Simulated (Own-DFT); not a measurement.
# Point defects and the pressure they add: wurtzite GaN

Source: density functional calculations with Own-DFT, an unreviewed in-house program that is no longer used. Nothing was measured or relaxed, and spin and spin-orbit coupling are left out.

Common settings: PBE; PseudoDojo norm-conserving scalar-relativistic files; cutoff 42 hartree; 4 x 4 x 3 k mesh centred on Gamma; Fermi-Dirac smearing of 0.1 eV.

Limits (not all hold for every row): not probed for a lower state with spin; forces not confirmed at this smearing and k mesh; stress not checked against mesh or cutoff.

All runs share one cell, with vectors in Å (9.567, 0.000, 0.000); (-4.784, 8.285, 0.000); (0.000, 0.000, 10.370) and a volume of 822.0 Å³. Atoms were moved at random from their sites; u is the rms move along one axis. The defect's site can differ from row to row.

| cell | formula | u (Å) | P (GPa) |
|---|---|---|---|
| no defect | Ga36N36 | 0.0204 | 5.94 |
| no defect | Ga36N36 | 0.0474 | 7.14 |
| no defect | Ga36N36 | 0.0514 | 7.78 |
| one Ga on an N site | Ga37N35 | 0.0299 | 11.87 |
| one Ga on an N site | Ga37N35 | 0.0323 | 12.04 |
| one Ga on an N site | Ga37N35 | 0.0505 | 13.15 |
| one N on a Ga site | Ga35N37 | 0.0280 | 5.57 |
| one N on a Ga site | Ga35N37 | 0.0319 | 5.53 |
| one N on a Ga site | Ga35N37 | 0.0475 | ? |
| one N on a Ga site | Ga35N37 | 0.0486 | 6.67 |

## What the rows give

P = P0 + c u² + a shift for each defect gives P0 = 5.60 GPa, c = 766 ± 53 GPa/Å² and a scatter of 0.13 GPa. The shifts, and each times the cell's volume:

- one Ga on an N site: 5.60 ± 0.11 GPa, 28.8 eV
- one N on a Ga site: -0.74 ± 0.11 GPa, -3.8 eV

Positive is outwards. The product with the volume (160.2 GPa Å³ to the eV) is nearly free of the cell's size; divided by the bulk modulus at the cell's pressure it gives the volume that the defect adds. The atoms around the defects weren't relaxed, which would change these numbers.

## Check

Q: what pressure belongs in the blank (one N on a Ga site, u = 0.0475 Å)?

The fitted form gives 6.59 ± 0.15 GPa. Computed: 6.58 GPa.
